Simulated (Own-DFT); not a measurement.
# How strain changes the stress of diamond-structure SiGeSn with randomly placed atoms, 64 atoms (Ge40Si16Sn8)

These are calculations, not measurements. They come from Own-DFT, an in-house plane-wave density functional program, since retired, whose code no person has reviewed. Each row is one single-point run on a periodic cell that was not relaxed, without spin or spin-orbit coupling.

Settings of every run: PBEsol; PseudoDojo norm-conserving scalar-relativistic files, made for PBE; cutoff 49 hartree; 3 x 3 x 3 k mesh centred on Gamma; Fermi-Dirac smearing of 0.1 eV.

Known limits: forces on such cells moved up to 12 meV/angstrom on a denser k mesh; stress not checked against mesh or cutoff.

Unstrained cell vectors in Å: (11.410, 0.000, 0.000); (0.000, 11.410, 0.000); (0.000, 0.000, 11.410). The unstrained cell has measured lattice constants (interpolated for alloys), not those of this functional. That, the random moves and any unrelaxed bonds set the pressure at no strain. Each run strains this cell uniformly, with the atoms carried along. Every atom was also moved at random, by a Gaussian of width 0.05 Å on each axis. The random placing of the alloy's atoms differs from row to row. Strain is the symmetric tensor, in per cent. Stress is positive in tension, and the pressure is minus a third of its trace.

```
run  e_xx (%)  e_yy (%)  e_zz (%)  s_xx (GPa)  s_yy (GPa)  s_zz (GPa)  P (GPa)  E (meV/atom)
  1      1.25      1.25      0.00       -0.15       -0.29       -0.97     0.47          10.9
  2     -0.50     -0.50      0.00       -3.03       -3.15       -2.73     2.97          16.3
  3     -1.00     -1.00      0.00       -3.83       -3.65       -3.03     3.51           1.1
  4     -2.50     -2.50      0.00       -7.10       -7.07       -5.35     6.51          42.7
  5     -1.50     -1.50      0.00       -4.85       -4.91       -3.79     4.51          19.4
  6      2.75      2.75      0.00        2.16        2.15        0.47    -1.59           0.5
  7      0.50      0.50      0.00       -1.22       -1.26       -1.54     1.34           0.0
  8     -2.75     -2.75      0.00       -7.44       -7.45       -5.64     6.84          41.3
  9      2.00      2.00      0.00           ?           ?           ?        ?             ?
```

E is the free energy for each atom above the lowest run shown.

## Worked fit

The change of volume is close to e_xx + e_yy + e_zz. A straight line through the runs shown gives P = 2.37 - 77 x (fractional change of volume) GPa, with an error of 3 on the slope and a scatter of 0.31 GPa. The strain isn't the same on all axes, but the crystal is cubic, so the slope still estimates the bulk modulus, averaged over pressures from -1.6 to 6.8 GPa.

## Withheld run

Question: what pressure should run 9 give? Its volume changes by 4.04 %.

The line gives -0.7 GPa. The calculation gave -0.64 GPa.
